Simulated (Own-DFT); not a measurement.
GaP (zincblende, atoms displaced) (calculated)

All values are calculated (Own-DFT development build). A calculation, not a measurement: plane-wave PBE density functional theory by an unreviewed code, no spin, of a simulated periodic cell, stress positive in tension, free energy of the whole cell less one offset for each atom, forces on such cells passed a denser k mesh, this cell's mesh not checked; offsets are fitted by least squares, one for each functional and potential file, so energies compare only between cells with the same atoms and settings and are not formation energies; the far tail of each file's local potential was reset to the Coulomb form; each entry is a single point on an unrelaxed cell, so the pressure reflects the starting lattice, mostly measured values (interpolated for alloys), from which strain is counted, and rises with the displacements; printed positions are rounded, which can move forces by about a meV/angstrom; the program, named Own-DFT, is a retired in-house code; no spin-orbit coupling; before rounding, a Quantum ESPRESSO 7.3.1 run of the same cell and cutoff gave forces within 1 meV/angstrom rms on each cell, which checks the program and not the settings.

Settings shared by all entries: functional PBE; potential files PseudoDojo norm-conserving, scalar-relativistic, standard set; wave cutoff 42 hartree; occupations Fermi-Dirac; smearing width 0.1 eV; k mesh 2 x 3 x 3 centred on Gamma.

(1) GaP (zincblende, atoms displaced)

```cif
# cell vector a (Å): 16.3515 0.0000 0.0000
# cell vector b (Å): 0.0000 10.9010 0.0000
# cell vector c (Å): 0.0000 0.0000 10.9010
data_GaP
_symmetry_space_group_name_H-M 'P 1'
_symmetry_Int_Tables_number 1
_cell_length_a 16.3515
_cell_length_b 10.9010
_cell_length_c 10.9010
_cell_angle_alpha 90.000
_cell_angle_beta 90.000
_cell_angle_gamma 90.000
_cell_volume 1943.08
loop_
_atom_site_label
_atom_site_type_symbol
_atom_site_fract_x
_atom_site_fract_y
_atom_site_fract_z
_atom_site_occupancy
Ga1 Ga 0.00717 0.99925 0.99716 1
Ga2 Ga 0.98921 0.24841 0.25534 1
Ga3 Ga 0.17262 0.00009 0.24279 1
Ga4 Ga 0.18500 0.24976 0.99278 1
P1 P 0.09054 0.12237 0.13449 1
P2 P 0.08887 0.37294 0.38184 1
P3 P 0.25702 0.13280 0.37327 1
P4 P 0.24647 0.36775 0.13524 1
Ga5 Ga 0.00335 0.00471 0.51097 1
Ga6 Ga 0.99314 0.25020 0.75521 1
Ga7 Ga 0.17435 0.00273 0.76815 1
Ga8 Ga 0.17237 0.24051 0.49629 1
P5 P 0.07193 0.12971 0.62786 1
P6 P 0.08378 0.39381 0.87571 1
P7 P 0.25544 0.13177 0.87293 1
P8 P 0.24289 0.37367 0.63701 1
Ga9 Ga 0.00050 0.50142 0.99056 1
Ga10 Ga 0.99768 0.74887 0.25067 1
Ga11 Ga 0.16798 0.47782 0.26388 1
Ga12 Ga 0.16756 0.75414 0.99618 1
P9 P 0.07733 0.61735 0.13425 1
P10 P 0.07643 0.88041 0.37163 1
P11 P 0.25128 0.63148 0.37276 1
P12 P 0.24655 0.88289 0.12877 1
Ga13 Ga 0.00420 0.49546 0.51524 1
Ga14 Ga 0.01596 0.76177 0.74027 1
Ga15 Ga 0.18323 0.49655 0.75021 1
Ga16 Ga 0.15940 0.74523 0.49593 1
P13 P 0.09169 0.63397 0.61777 1
P14 P 0.08010 0.87328 0.88141 1
P15 P 0.23635 0.61837 0.84467 1
P16 P 0.24409 0.87910 0.62464 1
Ga17 Ga 0.33406 0.99684 0.99386 1
Ga18 Ga 0.33640 0.25316 0.25458 1
Ga19 Ga 0.50797 0.01144 0.25170 1
Ga20 Ga 0.48814 0.24705 0.00545 1
P17 P 0.41182 0.12233 0.12401 1
P18 P 0.41767 0.37371 0.38200 1
P19 P 0.60099 0.13098 0.38195 1
P20 P 0.57935 0.37250 0.13616 1
Ga21 Ga 0.33387 0.99077 0.49357 1
Ga22 Ga 0.32168 0.25118 0.75266 1
Ga23 Ga 0.50420 0.00638 0.74744 1
Ga24 Ga 0.50631 0.24541 0.51120 1
P21 P 0.43257 0.12569 0.63196 1
P22 P 0.41651 0.35674 0.88728 1
P23 P 0.57684 0.12116 0.87605 1
P24 P 0.57848 0.37143 0.61927 1
Ga25 Ga 0.33090 0.48261 0.98585 1
Ga26 Ga 0.32799 0.76487 0.24834 1
Ga27 Ga 0.50129 0.49556 0.25538 1
Ga28 Ga 0.51146 0.76697 0.98478 1
P25 P 0.40914 0.63359 0.12001 1
P26 P 0.41406 0.87401 0.37433 1
P27 P 0.56620 0.60759 0.39210 1
P28 P 0.58806 0.87126 0.12338 1
Ga29 Ga 0.32504 0.49225 0.49804 1
Ga30 Ga 0.31978 0.74980 0.74878 1
Ga31 Ga 0.50217 0.51636 0.76508 1
Ga32 Ga 0.49277 0.75380 0.49761 1
P29 P 0.42011 0.61971 0.62240 1
P30 P 0.42340 0.87403 0.86979 1
P31 P 0.58387 0.61672 0.88144 1
P32 P 0.58703 0.88969 0.61646 1
Ga33 Ga 0.66980 0.00760 0.98494 1
Ga34 Ga 0.66797 0.24510 0.25932 1
Ga35 Ga 0.82949 0.99745 0.24094 1
Ga36 Ga 0.83268 0.25198 0.01372 1
P33 P 0.74168 0.12818 0.12849 1
P34 P 0.74462 0.37373 0.40362 1
P35 P 0.92333 0.12454 0.37808 1
P36 P 0.90639 0.36599 0.12116 1
Ga37 Ga 0.67808 0.99130 0.48868 1
Ga38 Ga 0.65681 0.23958 0.75250 1
Ga39 Ga 0.83010 0.99585 0.74616 1
Ga40 Ga 0.83037 0.24616 0.51435 1
P37 P 0.75433 0.12881 0.63045 1
P38 P 0.74934 0.36310 0.87149 1
P39 P 0.92154 0.12926 0.87608 1
P40 P 0.91921 0.38357 0.62770 1
Ga41 Ga 0.66719 0.50043 0.00922 1
Ga42 Ga 0.66548 0.73979 0.24725 1
Ga43 Ga 0.81741 0.50565 0.25789 1
Ga44 Ga 0.83541 0.74993 0.99933 1
P41 P 0.74171 0.61770 0.12098 1
P42 P 0.75281 0.87171 0.36268 1
P43 P 0.91755 0.64531 0.37399 1
P44 P 0.90930 0.87708 0.11227 1
Ga45 Ga 0.66800 0.49136 0.52283 1
Ga46 Ga 0.65492 0.75541 0.73726 1
Ga47 Ga 0.82626 0.48710 0.75936 1
Ga48 Ga 0.82832 0.75302 0.48758 1
P45 P 0.74505 0.62049 0.63056 1
P46 P 0.74148 0.86645 0.87164 1
P47 P 0.91685 0.61917 0.86748 1
P48 P 0.91127 0.87752 0.61652 1
```

Results for GaP (zincblende, atoms displaced): free energy of cell above offsets -38.062 eV; pressure 5.13 GPa; stress xx -4.43 GPa; stress yy -5.67 GPa; stress zz -5.29 GPa; stress yz -0.68 GPa; stress xz 0.25 GPa; stress xy -0.51 GPa.

Force:
```csv
element,x (eV/Å),y (eV/Å),z (eV/Å)
Ga,-1.052,1.187,1.199
Ga,1.706,0.905,-1.115
Ga,-1.343,0.821,2.401
Ga,-3.401,0.911,1.324
P,-1.061,1.2,-1.558
P,-2.114,-1.155,0.966
P,-0.316,-1.762,0.26
P,1.382,0.541,-0.938
Ga,-1.02,-1.101,-1.232
Ga,1.132,1.586,-0.257
Ga,-1.93,-0.294,-1.444
Ga,-1.382,0.145,1.044
P,2.96,0.407,1.046
P,1.531,-2.518,-1.059
P,0.116,-2.256,0.682
P,1.653,-1.974,-3.36
Ga,-1.141,0.462,1.746
Ga,0.224,1.185,-1.256
Ga,0.196,2.84,-1.142
Ga,-0.537,-1.452,0.812
P,1.255,0.013,-0.527
P,1.295,0.116,0.088
P,-0.551,-0.693,0.097
P,1.027,-1.105,-2.238
Ga,0.379,1.415,-1.508
Ga,-2.388,-0.872,-0.555
Ga,-7.184,-3.33,-2.829
Ga,1.328,1.966,-1.896
P,-1.244,-2.474,1.861
P,1.664,0.46,-0.462
P,4.691,5.719,7.277
P,0.015,0.224,-0.361
Ga,0.547,-0.329,0.3
Ga,0.649,0.33,-0.389
Ga,-0.126,-0.594,0.038
Ga,2.626,-0.971,1.441
P,0.218,-0.513,1.003
P,-0.026,-0.664,0.043
P,-3.018,-1.512,0.969
P,0.569,-0.676,-1.008
Ga,0.091,1.3,1.239
Ga,3.395,0.457,-1.261
Ga,0.148,-1.646,0.41
Ga,-0.562,-0.229,-2.195
P,-3.912,0.325,-0.919
P,-1.008,2.118,-3.239
P,0.218,0.827,1.199
P,0.493,0.956,3.101
Ga,-0.669,1.929,1.577
Ga,0.843,-1.472,-0.303
Ga,-1.89,0.526,-1.001
Ga,-1.038,-1.534,1.484
P,0.74,-0.485,-0.455
P,0.881,0.681,-0.897
P,2.955,1.445,-0.016
P,0.145,1.297,0.234
Ga,0.902,0.577,0.368
Ga,2.333,0.097,-0.805
Ga,-1.567,-2.444,-1.667
Ga,0.666,0.049,0.636
P,-1.567,0.378,0.828
P,-1.677,0.304,-0.857
P,1.332,1.719,0.326
P,-1.066,-0.771,-0.539
Ga,-0.393,-0.613,1.201
Ga,0.734,2.41,-0.908
Ga,0.852,0.955,0.121
Ga,-1.487,-2.149,-2.261
P,1.035,-0.424,-0.71
P,0.866,-0.327,-2.477
P,-2.314,-0.906,0.742
P,2.232,3.014,2.197
Ga,0.157,0.85,0.991
Ga,0.525,0.864,-0.64
Ga,0.593,-0.103,1.027
Ga,1.975,0.818,-1.205
P,-1.695,-1.271,0.345
P,-1.296,-0.336,1.357
P,-1.579,-1.254,1.038
P,-1.31,-1.049,0.561
Ga,-1.031,-2.267,-1.352
Ga,-1.22,-0.203,0.991
Ga,1.514,-0.687,0.65
Ga,-0.889,-1.138,-1.09
P,1.877,1.593,0.655
P,-0.713,-0.463,-0.303
P,-0.738,-3.184,0.587
P,1.599,0.483,0.971
Ga,-1.303,1.013,-0.901
Ga,0.764,-1.018,0.705
Ga,0.96,1.338,-0.937
Ga,0.127,-0.544,1.587
P,0.948,1.219,0.167
P,1.035,0.21,-0.289
P,-0.071,1.055,-0.168
P,0.732,-0.476,0.64
```

(2) GaP (zincblende, atoms displaced)

```cif
# cell vector a (Å): 16.3515 0.0000 0.0000
# cell vector b (Å): 0.0000 10.9010 0.0000
# cell vector c (Å): 0.0000 0.0000 10.9010
data_GaP
_symmetry_space_group_name_H-M 'P 1'
_symmetry_Int_Tables_number 1
_cell_length_a 16.3515
_cell_length_b 10.9010
_cell_length_c 10.9010
_cell_angle_alpha 90.000
_cell_angle_beta 90.000
_cell_angle_gamma 90.000
_cell_volume 1943.08
loop_
_atom_site_label
_atom_site_type_symbol
_atom_site_fract_x
_atom_site_fract_y
_atom_site_fract_z
_atom_site_occupancy
Ga1 Ga 0.99276 0.00832 0.00490 1
Ga2 Ga 0.99453 0.25059 0.23519 1
Ga3 Ga 0.16358 0.99729 0.26318 1
Ga4 Ga 0.17425 0.24254 0.98733 1
P1 P 0.09106 0.12055 0.12335 1
P2 P 0.08034 0.38414 0.38962 1
P3 P 0.25332 0.13127 0.37024 1
P4 P 0.25160 0.37366 0.12820 1
Ga5 Ga 0.99314 0.00722 0.51068 1
Ga6 Ga 0.99116 0.24571 0.73826 1
Ga7 Ga 0.17425 0.00635 0.74466 1
Ga8 Ga 0.16643 0.26432 0.51088 1
P5 P 0.08983 0.12476 0.63270 1
P6 P 0.08827 0.37858 0.89559 1
P7 P 0.26021 0.12536 0.87760 1
P8 P 0.24662 0.37734 0.60819 1
Ga9 Ga 0.00089 0.50868 0.01417 1
Ga10 Ga 0.00870 0.76024 0.25225 1
Ga11 Ga 0.16032 0.51404 0.23846 1
Ga12 Ga 0.16223 0.73562 0.00483 1
P9 P 0.08843 0.61345 0.11249 1
P10 P 0.08470 0.88442 0.38394 1
P11 P 0.25135 0.62500 0.37595 1
P12 P 0.25099 0.87635 0.11328 1
Ga13 Ga 0.99467 0.49811 0.49802 1
Ga14 Ga 0.98460 0.74719 0.74595 1
Ga15 Ga 0.16592 0.50603 0.74623 1
Ga16 Ga 0.16716 0.75208 0.49214 1
P13 P 0.08474 0.63600 0.62602 1
P14 P 0.07503 0.87314 0.89362 1
P15 P 0.25290 0.61632 0.86163 1
P16 P 0.25077 0.87361 0.61262 1
Ga17 Ga 0.32905 0.01126 0.99628 1
Ga18 Ga 0.33479 0.24445 0.25715 1
Ga19 Ga 0.50407 0.97471 0.23574 1
Ga20 Ga 0.51060 0.24409 0.99404 1
P17 P 0.40950 0.13741 0.13339 1
P18 P 0.41818 0.36873 0.37488 1
P19 P 0.58206 0.12961 0.37122 1
P20 P 0.58776 0.37830 0.13851 1
Ga21 Ga 0.32930 0.00563 0.50394 1
Ga22 Ga 0.33895 0.25875 0.74392 1
Ga23 Ga 0.50505 0.01667 0.74103 1
Ga24 Ga 0.50602 0.23458 0.50777 1
P21 P 0.42070 0.12738 0.62753 1
P22 P 0.42693 0.37317 0.88337 1
P23 P 0.59389 0.12699 0.87451 1
P24 P 0.58066 0.38152 0.62803 1
Ga25 Ga 0.33398 0.49460 0.99014 1
Ga26 Ga 0.33552 0.74975 0.23950 1
Ga27 Ga 0.50748 0.50591 0.24330 1
Ga28 Ga 0.49072 0.76227 0.00686 1
P25 P 0.41239 0.61417 0.12917 1
P26 P 0.41688 0.86297 0.35664 1
P27 P 0.57639 0.62694 0.37601 1
P28 P 0.59115 0.87620 0.12993 1
Ga29 Ga 0.34053 0.49739 0.48336 1
Ga30 Ga 0.34457 0.74282 0.74341 1
Ga31 Ga 0.50363 0.51327 0.76595 1
Ga32 Ga 0.49928 0.74767 0.50301 1
P29 P 0.41245 0.61620 0.61836 1
P30 P 0.41371 0.87945 0.86638 1
P31 P 0.58811 0.63524 0.88211 1
P32 P 0.58229 0.86972 0.63639 1
Ga33 Ga 0.66791 0.99739 0.00846 1
Ga34 Ga 0.66854 0.25737 0.25633 1
Ga35 Ga 0.83562 0.99401 0.24756 1
Ga36 Ga 0.82970 0.25063 0.00394 1
P33 P 0.74479 0.11848 0.11837 1
P34 P 0.75485 0.37545 0.37040 1
P35 P 0.91535 0.12042 0.39498 1
P36 P 0.91145 0.38296 0.12429 1
Ga37 Ga 0.66403 0.00239 0.49349 1
Ga38 Ga 0.66258 0.24657 0.75322 1
Ga39 Ga 0.82745 0.99892 0.75625 1
Ga40 Ga 0.84019 0.25175 0.50423 1
P37 P 0.74852 0.12692 0.62282 1
P38 P 0.75937 0.38087 0.87546 1
P39 P 0.92217 0.11076 0.87886 1
P40 P 0.92092 0.36802 0.60750 1
Ga41 Ga 0.66210 0.48653 0.00701 1
Ga42 Ga 0.67243 0.74372 0.25538 1
Ga43 Ga 0.84423 0.49608 0.24845 1
Ga44 Ga 0.83603 0.73836 0.00456 1
P41 P 0.75730 0.62763 0.11258 1
P42 P 0.74387 0.88391 0.38113 1
P43 P 0.92749 0.62714 0.36933 1
P44 P 0.92555 0.89032 0.10889 1
Ga45 Ga 0.65754 0.50172 0.49564 1
Ga46 Ga 0.66677 0.75709 0.74454 1
Ga47 Ga 0.83852 0.50278 0.76781 1
Ga48 Ga 0.84852 0.75294 0.49888 1
P45 P 0.75060 0.60770 0.62785 1
P46 P 0.74679 0.88352 0.87836 1
P47 P 0.92410 0.63073 0.86439 1
P48 P 0.92018 0.88057 0.61941 1
```

It finds free energy of cell above offsets -39.650 eV; pressure 4.71 GPa; stress xx -4.66 GPa; stress yy -4.9 GPa; stress zz -4.58 GPa; stress yz 0.88 GPa; stress xz 0.31 GPa; stress xy -0.44 GPa.

Force:
```csv
element,x (eV/Å),y (eV/Å),z (eV/Å)
Ga,4.51,1.22,-0.649
Ga,1.269,-0.374,1.578
Ga,1.396,0.545,-1.408
Ga,-0.247,0.656,1.663
P,-0.962,0.598,0.024
P,0.585,-0.828,-2.588
P,-1.562,-0.683,1.565
P,-0.223,-0.009,-0.257
Ga,2.857,0.143,-0.026
Ga,1.598,-0.101,1.625
Ga,-0.106,-1.372,1.288
Ga,-1.564,-2.526,-2.175
P,-1.06,0.576,-0.822
P,-1.144,0.06,-2.193
P,-1.287,1.261,-2.903
P,2.616,1.891,2.705
Ga,-1.242,-1.644,-2.228
Ga,0.067,0.018,-1.102
Ga,2.141,-2.634,2.746
Ga,1.79,1.967,-2.069
P,-1.652,2.574,1.903
P,-1.03,-0.474,0.359
P,-0.279,0.376,-1.228
P,-0.775,-0.483,1.029
Ga,1.462,1.467,0.682
Ga,3.83,2.471,-1.38
Ga,-0.579,-1.083,-0.17
Ga,0.058,-0.389,0.384
P,-1.055,-0.52,-0.124
P,0.806,-0.279,-1.857
P,0.455,1.292,0.973
P,0.325,-0.312,1.531
Ga,1.913,-1.606,1.547
Ga,-0.594,2.162,-0.112
Ga,-1.856,3.03,1.535
Ga,-0.939,0.255,1.597
P,2.708,-2.351,-2.113
P,1.639,-0.219,-0.351
P,0.042,-1.161,-0.591
P,-0.6,-1.222,-1.122
Ga,0.94,-0.113,-1.161
Ga,-0.376,0.433,0.342
Ga,0.148,-1.488,1.488
Ga,-0.311,1.964,-0.511
P,-1.322,-0.21,-0.605
P,-0.584,0.186,-0.998
P,-1.253,-1.428,0.917
P,-0.103,-0.667,0.438
Ga,-0.329,-0.275,0.761
Ga,-1.469,-0.451,-0.068
Ga,-1.793,-0.475,0.801
Ga,0.624,-0.788,-0.145
P,0.631,0.548,-1.169
P,0.461,1.225,2.356
P,1.368,0.332,-0.286
P,0.39,-1.971,-1.381
Ga,-1.228,-0.153,0.512
Ga,-1.789,0.653,0.081
Ga,-0.303,-0.447,-0.94
Ga,-0.775,0.575,0.075
P,1.593,-0.067,0.301
P,0.719,0.965,0.55
P,-0.318,0.043,0.615
P,-0.68,1.326,-2.101
Ga,-0.519,-0.244,-1.269
Ga,0.571,-1.181,-0.156
Ga,-0.264,0.36,0.329
Ga,0.461,-0.776,-0.564
P,1.371,1.627,1.916
P,0.118,0.55,0.91
P,-0.331,0.542,-3.43
P,1.311,-1.569,-1.41
Ga,-0.776,0.569,1.276
Ga,1.815,1.927,-1.424
Ga,0.589,0.426,-0.746
Ga,-2.603,-0.577,-0.748
P,0.13,0.084,0.285
P,-2.128,-1.391,0.605
P,-2.304,2.848,-1.928
P,-0.593,1.612,2.907
Ga,1.346,1.479,-1.255
Ga,0.133,0.029,-0.067
Ga,-2.019,1.85,1.267
Ga,1.374,2.642,-1.946
P,-1.788,-1.937,2.539
P,2.012,-1.802,-0.906
P,-0.948,0.401,-0.396
P,-3.028,-4.064,3.692
Ga,1.257,-0.558,0.076
Ga,1.507,-1.397,0.989
Ga,0.166,-0.251,-2.241
Ga,-2.224,-0.744,-0.427
P,0.451,1.663,-0.33
P,0.459,-1.815,0.076
P,-1.605,-2.11,3.445
P,-1.497,-0.201,1.793
```
